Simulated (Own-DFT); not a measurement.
# Which arrangement is lower? As32Ga32, 64 atoms

All numbers below are calculated, not measured. The program, named Own-DFT, is a retired in-house plane-wave density functional code that no person has reviewed. Each row is one single-point run on a periodic cell that was not relaxed, without spin or spin-orbit coupling.

Settings of every run: PBE; PseudoDojo norm-conserving scalar-relativistic files; cutoff 42 hartree; 3 x 3 x 3 k mesh centred on Gamma; Fermi-Dirac smearing of 0.1 eV.

Known limits, some of them of some rows only: not probed for a lower state with spin; forces on such cells failed a check on a denser k mesh; forces not confirmed at this smearing and k mesh; stress not checked against mesh or cutoff.

All cells hold the same atoms in the same cell, with vectors in Å (11.307, 0.000, 0.000); (0.000, 11.307, 0.000); (0.000, 0.000, 11.307). Every atom was moved at random from its ideal site; u is the rms move along one axis. The defect's site can differ from row to row. E is the free energy of the cell above the lowest run. The arrangements:

- A: zincblende GaAs
- B: zincblende GaAs, with one As on a Ga site and one Ga on an As site, 2.4 Å apart

| arrangement | u (Å) | E (eV) | P (GPa) |
|---|---|---|---|
| A | 0.0197 | 0.000 | 3.53 |
| A | 0.0202 | 0.006 | 3.53 |
| A | 0.0215 | 0.072 | 3.54 |
| A | 0.0512 | 2.145 | 3.99 |
| A | 0.0513 | 2.674 | 4.11 |
| A | 0.0523 | 2.245 | 4.00 |
| B | 0.0280 | 2.940 | 3.91 |
| B | 0.0308 | 2.970 | 3.93 |
| B | 0.0312 | 3.244 | 3.97 |
| B | 0.0487 | 4.665 | 4.31 |
| B | 0.0489 | 4.318 | 4.24 |
| B | 0.0512 | 5.209 | 4.41 |

Question: once the cost of the random moves is taken out, how do the arrangements rank?

## Worked answer

Fit E = a + b u², with one b for all and one a for each arrangement, and with residuals divided by u², since the noise grows with the moves. Then b = 1050 eV/Å², the scatter at u = 0.04 Å is 0.16 eV, and against A:

- B: 2.52 ± 0.07 eV (higher)

These are energies of unrelaxed cells. Relaxing the atoms lowers the strained arrangements most, so the gaps would shrink and small ones could change sign.
